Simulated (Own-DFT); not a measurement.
# Same atoms, different arrangement: C16Si16, 32 atoms

These are calculations, not measurements. They come from Own-DFT, an in-house plane-wave density functional program, since retired, whose code no person has reviewed. Each row is one single-point run on a periodic cell that was not relaxed, without spin or spin-orbit coupling.

Settings of every run: PBE; PseudoDojo norm-conserving scalar-relativistic files; cutoff 42 hartree; 5 x 5 x 3 k mesh centred on Gamma; Fermi-Dirac smearing of 0.1 eV.

Known limits: forces on such cells passed a denser k mesh, each cell not checked; stress not checked against mesh or cutoff.

All cells hold the same atoms in the same cell, with vectors in Å (6.165, 0.000, 0.000); (-3.083, 5.339, 0.000); (0.000, 0.000, 10.068). Every atom was moved at random from its ideal site; u is the rms move along one axis. E is the free energy of the cell above the lowest run. The arrangements:

- A: 2H SiC
- B: 4H SiC

| arrangement | u (Å) | E (eV) | P (GPa) |
|---|---|---|---|
| A | 0.0314 | 0.404 | 4.10 |
| A | 0.0319 | 0.000 | 3.71 |
| A | 0.0335 | 0.568 | 4.23 |
| A | 0.0567 | 3.121 | 6.19 |
| A | 0.0601 | 3.991 | 7.18 |
| A | 0.0646 | 3.931 | 6.81 |
| B | 0.0307 | 0.165 | 3.84 |
| B | 0.0318 | 0.132 | 3.81 |
| B | 0.0355 | 0.356 | 3.96 |
| B | 0.0558 | 3.393 | 6.02 |
| B | 0.0561 | 3.113 | 5.94 |
| B | 0.0598 | 3.422 | 6.31 |

Question: once the cost of the random moves is taken out, how do the arrangements rank?

## Worked answer

Fit E = a + b u², with one b for all and one a for each arrangement, and with residuals divided by u², since the noise grows with the moves. Then b = 1327 eV/Å², the scatter at u = 0.04 Å is 0.23 eV, and against A:

- B: -0.10 ± 0.12 eV (not told apart from A)

These are energies of unrelaxed cells. Relaxing the atoms lowers the strained arrangements most, so the gaps would shrink and small ones could change sign.
